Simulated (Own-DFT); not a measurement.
## Calculated data, AlN (wurtzite, atoms displaced)

All values are calculated (Own-DFT development build). A calculation, not a measurement: plane-wave PBE density functional theory by an unreviewed code, no spin, of a simulated periodic cell, stress positive in tension, free energy of the whole cell less one offset for each atom, forces on such cells passed a denser k mesh, this cell's mesh not checked; offsets are fitted by least squares, one for each functional and potential file, so energies compare only between cells with the same atoms and settings and are not formation energies; the far tail of each file's local potential was reset to the Coulomb form; each entry is a single point on an unrelaxed cell, so the pressure reflects the starting lattice, mostly measured values (interpolated for alloys), from which strain is counted, and rises with the displacements; printed positions are rounded, which can move forces by about a meV/angstrom; the program, named Own-DFT, is a retired in-house code; no spin-orbit coupling.

Common to all runs: functional PBE; potential files PseudoDojo norm-conserving, scalar-relativistic, standard set; wave cutoff 42 hartree; occupations Fermi-Dirac; smearing width 0.1 eV; hardware one NVIDIA H100; k mesh 2 x 2 x 2 centred on Gamma.

(1) AlN (wurtzite, atoms displaced)

```cif
# cell vector a (Å): 12.4480 0.0000 0.0000
# cell vector b (Å): -6.2240 10.7803 0.0000
# cell vector c (Å): 0.0000 0.0000 9.9640
data_AlN
_symmetry_space_group_name_H-M 'P 1'
_symmetry_Int_Tables_number 1
_cell_length_a 12.4480
_cell_length_b 12.4480
_cell_length_c 9.9640
_cell_angle_alpha 90.000
_cell_angle_beta 90.000
_cell_angle_gamma 120.000
_cell_volume 1337.10
loop_
_atom_site_label
_atom_site_type_symbol
_atom_site_fract_x
_atom_site_fract_y
_atom_site_fract_z
_atom_site_occupancy
Al1 Al 0.08538 0.16949 0.00122 1
Al2 Al 0.16469 0.07978 0.25217 1
N1 N 0.08581 0.17000 0.19377 1
N2 N 0.16675 0.08269 0.44248 1
Al3 Al 0.08109 0.16647 0.50364 1
Al4 Al 0.16703 0.08183 0.75144 1
N3 N 0.08243 0.16855 0.69119 1
N4 N 0.16694 0.08228 0.94121 1
Al5 Al 0.08421 0.41482 0.00008 1
Al6 Al 0.16276 0.33268 0.25135 1
N5 N 0.08355 0.41656 0.19537 1
N6 N 0.16408 0.33325 0.43886 1
Al7 Al 0.08416 0.41734 0.49759 1
Al8 Al 0.16586 0.33150 0.74670 1
N7 N 0.08259 0.41739 0.69203 1
N8 N 0.16740 0.33521 0.94423 1
Al9 Al 0.08184 0.66611 0.99800 1
Al10 Al 0.17038 0.58514 0.25289 1
N9 N 0.08368 0.66687 0.19172 1
N10 N 0.16594 0.58189 0.44411 1
Al11 Al 0.08207 0.66571 0.49768 1
Al12 Al 0.16775 0.58596 0.75120 1
N11 N 0.08472 0.66789 0.68810 1
N12 N 0.16667 0.58244 0.93863 1
Al13 Al 0.08322 0.91671 0.00030 1
Al14 Al 0.16536 0.83522 0.24844 1
N13 N 0.08456 0.91728 0.18947 1
N14 N 0.16634 0.83462 0.43931 1
Al15 Al 0.08395 0.91526 0.50424 1
Al16 Al 0.16577 0.83193 0.75080 1
N15 N 0.07924 0.91394 0.69232 1
N16 N 0.16640 0.83293 0.93820 1
Al17 Al 0.33060 0.16486 0.99978 1
Al18 Al 0.41606 0.08467 0.25321 1
N17 N 0.33197 0.16552 0.19171 1
N18 N 0.41671 0.08318 0.43888 1
Al19 Al 0.33235 0.16254 0.50146 1
Al20 Al 0.41688 0.08541 0.74884 1
N19 N 0.33749 0.16529 0.69287 1
N20 N 0.41915 0.08453 0.94386 1
Al21 Al 0.33000 0.41426 0.99838 1
Al22 Al 0.41937 0.33851 0.24874 1
N21 N 0.33241 0.41452 0.19234 1
N22 N 0.41939 0.33751 0.44031 1
Al23 Al 0.33364 0.41960 0.50086 1
Al24 Al 0.41764 0.33498 0.75201 1
N23 N 0.33218 0.41619 0.69309 1
N24 N 0.41496 0.33328 0.94337 1
Al25 Al 0.33430 0.66670 0.00028 1
Al26 Al 0.41749 0.58653 0.25301 1
N25 N 0.33286 0.66780 0.19200 1
N26 N 0.41742 0.58343 0.44213 1
Al27 Al 0.33471 0.66753 0.50300 1
Al28 Al 0.41651 0.58484 0.74608 1
N27 N 0.33226 0.66636 0.69271 1
N28 N 0.41737 0.58240 0.94063 1
Al29 Al 0.33295 0.91906 0.00302 1
Al30 Al 0.41852 0.83452 0.25178 1
N29 N 0.33130 0.91685 0.19068 1
N30 N 0.41320 0.83152 0.44300 1
Al31 Al 0.33325 0.91549 0.49877 1
Al32 Al 0.41850 0.83671 0.74883 1
N31 N 0.33481 0.91939 0.69232 1
N32 N 0.41872 0.83478 0.94148 1
Al33 Al 0.58753 0.16776 0.99784 1
Al34 Al 0.66477 0.08268 0.24825 1
N33 N 0.58346 0.16681 0.18851 1
N34 N 0.66739 0.08272 0.43869 1
Al35 Al 0.58404 0.16537 0.49816 1
Al36 Al 0.66599 0.08379 0.74982 1
N35 N 0.58668 0.16936 0.69224 1
N36 N 0.66880 0.08626 0.94196 1
Al37 Al 0.58234 0.41723 0.99989 1
Al38 Al 0.66603 0.33501 0.25216 1
N37 N 0.58429 0.41753 0.18951 1
N38 N 0.67000 0.33691 0.44068 1
Al39 Al 0.58377 0.42107 0.49895 1
Al40 Al 0.66417 0.33164 0.74763 1
N39 N 0.58284 0.41593 0.69147 1
N40 N 0.66794 0.33322 0.93972 1
Al41 Al 0.58146 0.66757 0.00319 1
Al42 Al 0.66791 0.58525 0.24792 1
N41 N 0.58244 0.66821 0.19042 1
N42 N 0.66632 0.58298 0.44145 1
Al43 Al 0.58108 0.66357 0.50043 1
Al44 Al 0.66846 0.58314 0.74754 1
N43 N 0.58384 0.66917 0.69501 1
N44 N 0.66747 0.58235 0.94285 1
Al45 Al 0.58403 0.91635 0.99974 1
Al46 Al 0.66829 0.83622 0.25021 1
N45 N 0.58051 0.92023 0.18729 1
N46 N 0.66648 0.83252 0.44527 1
Al47 Al 0.58365 0.91681 0.50257 1
Al48 Al 0.66635 0.83104 0.75451 1
N47 N 0.58213 0.91676 0.69030 1
N48 N 0.66640 0.83480 0.94004 1
Al49 Al 0.83398 0.16710 0.00212 1
Al50 Al 0.91920 0.08383 0.24793 1
N49 N 0.83448 0.16756 0.18912 1
N50 N 0.91430 0.08149 0.43893 1
Al51 Al 0.83165 0.16605 0.50007 1
Al52 Al 0.91617 0.08288 0.75210 1
N51 N 0.83578 0.16792 0.68601 1
N52 N 0.91737 0.08435 0.94126 1
Al53 Al 0.83340 0.41565 0.99911 1
Al54 Al 0.92008 0.33540 0.25092 1
N53 N 0.83231 0.41578 0.19108 1
N54 N 0.91513 0.33631 0.44207 1
Al55 Al 0.83374 0.41637 0.49813 1
Al56 Al 0.91546 0.33213 0.74699 1
N55 N 0.83040 0.41178 0.69380 1
N56 N 0.91594 0.33304 0.94051 1
Al57 Al 0.83589 0.66865 0.00129 1
Al58 Al 0.91489 0.57939 0.25055 1
N57 N 0.83437 0.66574 0.18843 1
N58 N 0.91566 0.58131 0.44295 1
Al59 Al 0.83476 0.66720 0.50181 1
Al60 Al 0.91473 0.57984 0.74700 1
N59 N 0.83012 0.66412 0.69156 1
N60 N 0.91727 0.58394 0.94495 1
Al61 Al 0.83661 0.91699 0.00254 1
Al62 Al 0.91654 0.83755 0.24876 1
N61 N 0.83386 0.91505 0.19626 1
N62 N 0.91862 0.83308 0.43941 1
Al63 Al 0.83509 0.91946 0.49876 1
Al64 Al 0.91798 0.83223 0.74794 1
N63 N 0.83511 0.91833 0.69284 1
N64 N 0.91481 0.82964 0.94128 1
```

It finds free energy of cell above offsets -62.211 eV; pressure 3.8 GPa; stress xx -4.06 GPa; stress yy -3.8 GPa; stress zz -3.54 GPa; stress yz 0.05 GPa; stress xz 0.03 GPa; stress xy 0.01 GPa; wall time 372.5 s.

Force:
```
element  x (eV/Å)  y (eV/Å)  z (eV/Å)
     Al     0.001    -0.352     0.092
     Al     0.251     1.083    -0.068
      N     0.019    -1.054    -0.536
      N    -0.333    -0.112     0.409
     Al     0.242     0.001    -0.854
     Al    -0.151     0.262    -0.317
      N     0.676    -0.796     0.308
      N    -0.624     0.108     -0.15
     Al    -0.901     0.582      0.12
     Al     1.196     0.391    -0.044
      N      0.01      0.56    -0.794
      N     0.544    -0.104     0.799
     Al    -0.543    -0.257     0.768
     Al    -0.567     0.864     0.759
      N     0.346     0.005    -0.339
      N    -0.029    -0.766    -0.947
     Al     0.554    -0.018     0.536
     Al    -0.879    -0.138    -0.166
      N     0.066    -0.108     0.043
      N     0.353     0.611     -0.41
     Al     0.226     0.283     0.053
     Al    -0.117    -0.697    -0.317
      N    -0.467    -0.253     0.258
      N    -0.013     0.155     0.705
     Al     0.102    -0.367    -0.286
     Al     0.518    -0.651     0.207
      N    -0.808    -0.024    -0.079
      N     0.204    -0.258     0.281
     Al    -0.299     0.181    -0.675
     Al     0.222     0.292    -0.289
      N     0.975      0.59     0.008
      N    -0.079     0.184     0.566
     Al     0.915     0.376     0.496
     Al     0.242    -0.037    -1.243
      N    -0.168     0.382      0.12
      N      0.32    -0.153      0.76
     Al    -0.143     1.268    -0.317
     Al     1.218    -0.467     0.973
      N    -1.656     0.571    -0.356
      N    -0.387     0.041    -0.652
     Al     0.623     0.842     0.704
     Al    -0.039    -1.129     0.198
      N    -0.699     0.943    -0.154
      N    -0.375     -0.78     0.329
     Al     0.086    -1.062    -0.229
     Al     0.043    -0.276     -0.05
      N     0.188     0.116     -0.46
      N     0.119     -0.29    -0.408
     Al    -0.161     0.068    -0.279
     Al    -0.019    -0.899    -0.675
      N     0.557     0.125     0.011
      N    -0.441     0.297     0.139
     Al    -0.497    -0.334    -0.069
     Al     0.138    -0.233     1.097
      N     0.207     0.565    -0.296
      N      -0.4     0.042    -0.095
     Al     0.525    -0.295    -0.549
     Al    -0.931    -0.016    -0.298
      N     0.378     0.043     0.565
      N     0.906     0.335    -0.264
     Al    -0.504     0.235     0.332
     Al    -0.258    -0.506     0.573
      N    -0.295    -0.341    -0.506
      N    -0.432    -0.161      -0.1
     Al    -0.915     0.186      0.43
     Al     0.232     0.795     -0.08
      N    -0.191     0.225     0.642
      N    -0.326    -0.235     0.157
     Al    -0.149     0.678     0.185
     Al     0.578      0.14     0.143
      N     -0.52    -0.926    -0.744
      N     0.513    -0.784    -0.478
     Al     0.542    -0.257    -0.142
     Al     0.356    -0.441    -0.551
      N     -0.14     0.273     0.251
      N    -0.747    -0.671     0.273
     Al     0.529    -1.067     0.269
     Al     0.295     0.522      0.66
      N    -0.218     0.295    -0.278
      N    -0.509     0.191    -0.065
     Al     0.633    -0.368    -0.886
     Al     0.123    -0.145     0.033
      N     0.176     0.304     0.605
      N      0.11     0.756    -0.281
     Al     0.486     0.861     0.414
     Al    -0.891    -0.256     1.078
      N      0.28    -0.818     -0.86
      N    -0.384     0.589    -0.322
     Al     -0.45     0.561    -0.361
     Al      -0.7    -0.287     0.413
      N     1.224    -0.761      0.71
      N    -0.154      0.01    -0.749
     Al    -0.059    -0.136    -0.338
     Al    -0.063     0.921     -0.83
      N     0.562     0.163     0.345
      N     0.655    -0.059     0.968
     Al    -0.096     0.259    -0.418
     Al    -0.562     0.343     0.314
      N     0.118    -0.244     0.677
      N     0.259     0.701     0.047
     Al     0.321     0.391    -0.576
     Al    -0.183     0.173    -0.251
      N     -0.35    -0.644     0.857
      N     0.325    -0.185     0.434
     Al    -0.202     0.185     0.149
     Al    -0.969    -0.415     -0.01
      N     0.267     -0.22    -0.022
      N     1.007    -0.809    -0.299
     Al    -0.368     0.054     0.807
     Al     0.332     0.125     0.552
      N    -0.121     0.823    -0.784
      N     0.531    -0.091    -0.046
     Al    -0.319    -1.076    -0.166
     Al     0.075     0.723    -0.195
      N    -0.251      0.59     0.882
      N    -0.134     0.431    -0.213
     Al    -0.249    -0.096    -0.516
     Al     0.211     0.162     0.699
      N     0.878     0.499    -0.295
      N    -0.073    -0.245     -1.11
     Al    -0.603    -0.149    -0.457
     Al     1.438    -1.543     0.459
      N    -0.704     0.813    -1.114
      N    -0.358     0.178     0.367
     Al     0.094    -0.836     0.505
     Al    -1.054    -0.289     0.581
      N    -0.053    -0.454    -0.234
      N     0.157     1.123    -0.174
```

(2) AlN (wurtzite, atoms displaced)

```cif
# cell vector a (Å): 12.4480 0.0000 0.0000
# cell vector b (Å): -6.2240 10.7803 0.0000
# cell vector c (Å): 0.0000 0.0000 9.9640
data_AlN
_symmetry_space_group_name_H-M 'P 1'
_symmetry_Int_Tables_number 1
_cell_length_a 12.4480
_cell_length_b 12.4480
_cell_length_c 9.9640
_cell_angle_alpha 90.000
_cell_angle_beta 90.000
_cell_angle_gamma 120.000
_cell_volume 1337.10
loop_
_atom_site_label
_atom_site_type_symbol
_atom_site_fract_x
_atom_site_fract_y
_atom_site_fract_z
_atom_site_occupancy
Al1 Al 0.08302 0.16476 0.00333 1
Al2 Al 0.16883 0.08479 0.24782 1
N1 N 0.08467 0.16933 0.19097 1
N2 N 0.16545 0.08151 0.44242 1
Al3 Al 0.08278 0.16478 0.50164 1
Al4 Al 0.16471 0.08051 0.75004 1
N3 N 0.08292 0.16401 0.69109 1
N4 N 0.16639 0.08593 0.94345 1
Al5 Al 0.08408 0.41652 0.00114 1
Al6 Al 0.16580 0.33205 0.24637 1
N5 N 0.07853 0.41348 0.18996 1
N6 N 0.16893 0.33699 0.43861 1
Al7 Al 0.08352 0.41806 0.49851 1
Al8 Al 0.16634 0.33186 0.74649 1
N7 N 0.08342 0.42061 0.68990 1
N8 N 0.16504 0.33381 0.94265 1
Al9 Al 0.08351 0.66966 0.99941 1
Al10 Al 0.16877 0.58686 0.25004 1
N9 N 0.08261 0.66477 0.18987 1
N10 N 0.16755 0.58792 0.44043 1
Al11 Al 0.08107 0.66545 0.49921 1
Al12 Al 0.16660 0.58343 0.75079 1
N11 N 0.08287 0.66536 0.69158 1
N12 N 0.16842 0.58331 0.94202 1
Al13 Al 0.08600 0.91966 0.00043 1
Al14 Al 0.16654 0.83462 0.25263 1
N13 N 0.08328 0.91486 0.18777 1
N14 N 0.16634 0.83519 0.44379 1
Al15 Al 0.08612 0.91619 0.50322 1
Al16 Al 0.16590 0.83375 0.75196 1
N15 N 0.08540 0.91753 0.68963 1
N16 N 0.16958 0.83506 0.94701 1
Al17 Al 0.33176 0.16772 0.99955 1
Al18 Al 0.41783 0.08283 0.24784 1
N17 N 0.33305 0.16767 0.19162 1
N18 N 0.41822 0.08511 0.44313 1
Al19 Al 0.33211 0.16558 0.50289 1
Al20 Al 0.41582 0.08282 0.75203 1
N19 N 0.33329 0.16794 0.69251 1
N20 N 0.41544 0.08467 0.94212 1
Al21 Al 0.33297 0.41662 0.00247 1
Al22 Al 0.41743 0.33460 0.25228 1
N21 N 0.33420 0.41546 0.19159 1
N22 N 0.41878 0.33379 0.44336 1
Al23 Al 0.33134 0.41515 0.49914 1
Al24 Al 0.41761 0.33481 0.75020 1
N23 N 0.33540 0.41619 0.69398 1
N24 N 0.41384 0.33017 0.94115 1
Al25 Al 0.33127 0.66877 0.99644 1
Al26 Al 0.41935 0.58462 0.24637 1
N25 N 0.33100 0.66931 0.19026 1
N26 N 0.41640 0.58185 0.44221 1
Al27 Al 0.33196 0.66870 0.49776 1
Al28 Al 0.41794 0.58676 0.74995 1
N27 N 0.33123 0.66660 0.68864 1
N28 N 0.41510 0.58325 0.93609 1
Al29 Al 0.33206 0.91638 0.00040 1
Al30 Al 0.41546 0.83422 0.25041 1
N29 N 0.33392 0.91740 0.18945 1
N30 N 0.41608 0.83136 0.43927 1
Al31 Al 0.33201 0.91620 0.50335 1
Al32 Al 0.41739 0.83359 0.74866 1
N31 N 0.32800 0.91321 0.68962 1
N32 N 0.41733 0.83456 0.94052 1
Al33 Al 0.58732 0.16953 0.00044 1
Al34 Al 0.66676 0.08347 0.25164 1
N33 N 0.58146 0.16602 0.19079 1
N34 N 0.66586 0.08521 0.44031 1
Al35 Al 0.58480 0.16653 0.49791 1
Al36 Al 0.66729 0.08542 0.75084 1
N35 N 0.58157 0.16337 0.69298 1
N36 N 0.66791 0.08156 0.93970 1
Al37 Al 0.58289 0.41508 0.99992 1
Al38 Al 0.66739 0.33419 0.24734 1
N37 N 0.57850 0.41281 0.19073 1
N38 N 0.66781 0.33403 0.43707 1
Al39 Al 0.58529 0.41802 0.50242 1
Al40 Al 0.66816 0.33348 0.74776 1
N39 N 0.57981 0.41356 0.68883 1
N40 N 0.66299 0.33197 0.94336 1
Al41 Al 0.58131 0.66451 0.99849 1
Al42 Al 0.66817 0.58623 0.24728 1
N41 N 0.58657 0.66952 0.19248 1
N42 N 0.66787 0.58556 0.44198 1
Al43 Al 0.58352 0.66549 0.50406 1
Al44 Al 0.66733 0.58646 0.75137 1
N43 N 0.58632 0.66830 0.69031 1
N44 N 0.66364 0.58178 0.94248 1
Al45 Al 0.58435 0.91645 0.99926 1
Al46 Al 0.66731 0.83657 0.24761 1
N45 N 0.58412 0.91844 0.19037 1
N46 N 0.66310 0.82998 0.44149 1
Al47 Al 0.58603 0.91551 0.50330 1
Al48 Al 0.66519 0.83354 0.75119 1
N47 N 0.58160 0.91715 0.68791 1
N48 N 0.66465 0.83569 0.93986 1
Al49 Al 0.83387 0.16696 0.00086 1
Al50 Al 0.91559 0.08406 0.24989 1
N49 N 0.83421 0.16596 0.19294 1
N50 N 0.91853 0.08563 0.44046 1
Al51 Al 0.83089 0.16558 0.50190 1
Al52 Al 0.91189 0.08093 0.74833 1
N51 N 0.83565 0.16595 0.69086 1
N52 N 0.91911 0.08448 0.93930 1
Al53 Al 0.83420 0.41824 0.99640 1
Al54 Al 0.91564 0.33534 0.24992 1
N53 N 0.83329 0.41651 0.18954 1
N54 N 0.91833 0.33491 0.43985 1
Al55 Al 0.83355 0.41315 0.50222 1
Al56 Al 0.91784 0.33439 0.74975 1
N55 N 0.83339 0.41681 0.69049 1
N56 N 0.91748 0.33071 0.94265 1
Al57 Al 0.83423 0.66865 0.00108 1
Al58 Al 0.91561 0.58269 0.25058 1
N57 N 0.83256 0.66612 0.18936 1
N58 N 0.91835 0.58215 0.44203 1
Al59 Al 0.83298 0.66519 0.49597 1
Al60 Al 0.91742 0.58456 0.74991 1
N59 N 0.83319 0.66553 0.69662 1
N60 N 0.91729 0.58149 0.94156 1
Al61 Al 0.83306 0.91632 0.99934 1
Al62 Al 0.91578 0.83192 0.24992 1
N61 N 0.83206 0.91777 0.18928 1
N62 N 0.91976 0.83590 0.44353 1
Al63 Al 0.83343 0.91494 0.49854 1
Al64 Al 0.91834 0.83369 0.75053 1
N63 N 0.83246 0.91589 0.68910 1
N64 N 0.91250 0.83063 0.93800 1
```

The calculation gives: free energy of cell above offsets -62.286 eV; pressure 3.79 GPa; stress xx -4.36 GPa; stress yy -3.24 GPa; stress zz -3.75 GPa; stress yz 0.13 GPa; stress xz 0.11 GPa; stress xy 0.02 GPa; wall time 385 s.

Force:
```
element  x (eV/Å)  y (eV/Å)  z (eV/Å)
     Al    -0.521     0.856    -0.606
     Al    -0.366    -0.336     0.558
      N     0.017    -1.039     0.191
      N     0.161     0.197    -0.373
     Al     0.048      0.59    -0.383
     Al     0.221     0.931     0.253
      N    -0.493     0.147    -0.014
      N     0.256      -0.8     -0.52
     Al    -0.202     0.051    -0.039
     Al    -0.236     0.747     0.514
      N     0.731     0.947      0.36
      N    -0.378    -0.924     0.261
     Al     0.258     0.307    -0.088
     Al    -0.066     0.304     0.728
      N     0.438     -0.85    -0.102
      N     0.534    -0.315    -0.342
     Al     0.562      -0.8      0.31
     Al    -0.337     -1.03    -0.105
      N    -0.476     0.667     0.296
      N    -0.015    -0.718     -0.14
     Al      0.46     0.564     0.391
     Al      0.05     0.194     0.078
      N    -0.264     0.437     0.076
      N    -0.962     0.064    -0.301
     Al    -0.469    -0.438     -0.18
     Al     0.325    -0.364    -0.346
      N    -0.483     0.353      0.61
      N      0.38    -0.603     -0.48
     Al    -0.688     0.411    -0.524
     Al     0.181    -0.514     0.119
      N    -0.322    -0.486     0.837
      N    -0.952    -0.159     -1.24
     Al     0.466    -0.122     0.329
     Al     -0.66     0.224     0.536
      N     0.307    -0.108    -0.096
      N    -0.114    -0.551    -0.354
     Al     0.222     0.358    -0.305
     Al     -0.27    -0.084    -0.171
      N    -0.006    -0.514     0.123
      N      0.49    -0.237      0.04
     Al    -0.075    -0.203    -0.764
     Al    -0.099    -0.593     0.264
      N    -0.363     0.575    -0.119
      N    -0.352     -0.13    -0.159
     Al     0.631     0.371     0.381
     Al    -0.203    -0.549     0.267
      N     -0.75     0.451    -0.612
      N     0.169     0.954     -0.04
     Al      0.74     -0.13     0.539
     Al    -0.666    -0.009     0.813
      N     1.151    -0.328    -0.367
      N    -0.137     0.396    -0.322
     Al     0.724    -0.584     0.152
     Al    -0.084    -0.729    -0.696
      N     0.427     0.251     0.257
      N     0.087     0.219     1.143
     Al     0.799     0.685     0.085
     Al     0.378     0.139    -0.102
      N    -0.299     -0.16     0.409
      N    -0.077     0.974     0.392
     Al     0.488     0.235    -0.745
     Al    -0.603    -0.101     0.056
      N     0.738     0.619     0.718
      N    -0.069     0.133    -0.266
     Al     -0.59    -1.095    -0.042
     Al    -0.083     0.165    -0.397
      N     0.782     0.237    -0.081
      N     0.697    -0.681     0.287
     Al    -0.773      0.28      0.42
     Al     0.279    -0.476    -0.122
      N     0.101     0.734    -0.446
      N    -0.306     0.544      0.21
     Al    -0.865    -0.091     0.172
     Al    -0.299    -0.187      0.12
      N     0.815     1.207    -0.061
      N     0.149     0.031     0.702
     Al    -0.157    -0.264    -0.722
     Al    -0.759     -0.32     0.402
      N     0.919     0.964     0.715
      N     1.064     0.606    -0.832
     Al    -0.286     0.553     0.198
     Al    -0.238    -1.037     0.505
      N    -0.413    -0.111    -0.788
      N     0.192    -0.347    -0.415
     Al    -0.466    -0.074    -0.869
     Al     0.285    -0.968    -0.016
      N    -0.592    -0.005     0.589
      N     0.547     0.192    -0.064
     Al    -0.733     0.261     0.344
     Al    -0.135    -0.384     0.587
      N    -0.254    -0.175    -0.007
      N     0.761     0.609    -0.304
     Al    -0.972     0.137    -1.063
     Al     0.225     0.267    -0.384
      N     0.484     0.159      0.85
      N     0.892    -0.792     0.107
     Al     0.339    -0.367     0.125
     Al     0.572     0.117     0.173
      N    -0.682     0.306    -0.292
      N    -0.449    -0.631     0.124
     Al     0.607     0.377    -0.598
     Al     1.281      0.15     0.357
      N     -1.09      0.44    -0.083
      N    -0.427    -0.497      0.24
     Al     0.167    -0.755     0.552
     Al     0.291    -0.539    -0.035
      N    -0.359     0.223    -0.236
      N    -0.179    -0.533     0.326
     Al    -0.406     0.502    -0.616
     Al     0.219    -0.199      0.29
      N     0.096    -0.113     0.341
      N    -0.684     0.623    -0.569
     Al    -0.047    -0.816    -0.575
     Al     0.444    -0.124    -0.164
      N     0.247     0.161     0.373
      N    -0.779    -0.191    -0.235
     Al     0.208     0.366     0.997
     Al     0.114    -0.267     0.133
      N    -0.037     0.281     -1.09
      N    -0.459     0.778    -0.226
     Al    -0.282     0.333    -0.248
     Al     0.042     0.643     0.109
      N      0.64    -0.181     0.232
      N     0.019    -0.745    -0.552
     Al    -0.425     0.389     0.041
     Al    -0.443    -0.062    -0.498
      N    -0.009    -0.215     0.228
      N     0.817     0.769     0.599
```
